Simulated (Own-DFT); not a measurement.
# Same atoms, different arrangement: C16Si16, 32 atoms

Source: density functional calculations with Own-DFT, an unreviewed in-house program that is no longer used. Nothing was measured or relaxed, and spin and spin-orbit coupling are left out.

Common settings: PBE; PseudoDojo norm-conserving scalar-relativistic files; cutoff 42 hartree; 5 x 5 x 3 k mesh centred on Gamma; Fermi-Dirac smearing of 0.1 eV.

Caveats: forces on such cells passed a denser k mesh, each cell not checked; stress not checked against mesh or cutoff.

All cells hold the same atoms in the same cell, with vectors in Å (6.165, 0.000, 0.000); (-3.083, 5.339, 0.000); (0.000, 0.000, 10.068). u is the rms random offset of the atoms per axis. E is the free energy of the cell above the lowest run. The arrangements:

- A: 2H SiC
- B: 4H SiC

```
arrangement   u (Å)  E (eV)  P (GPa)
          A  0.0290   0.457     3.78
          A  0.0306   0.632     3.98
          A  0.0313   0.712     4.02
          A  0.0596   3.622     6.24
          A  0.0611   3.919     6.13
          A  0.0611   3.521     5.45
          B  0.0230   0.000     3.44
          B  0.0289   0.359     3.75
          B  0.0312   0.459     3.73
          B  0.0600   3.786     6.54
          B  0.0604   3.845     6.40
          B  0.0644   4.360     6.75
```

Asked: which arrangement lies lowest after the energy of the random moves is removed?

## Answer

Fit E = a + b u², with one b for all and one a for each arrangement, and with residuals divided by u², since the noise grows with the moves. Then b = 1178 eV/Å², the scatter at u = 0.04 Å is 0.09 eV, and against A:

- B: -0.14 ± 0.04 eV (lower)

The cells share one lattice and weren't relaxed, which can shift such small differences either way.
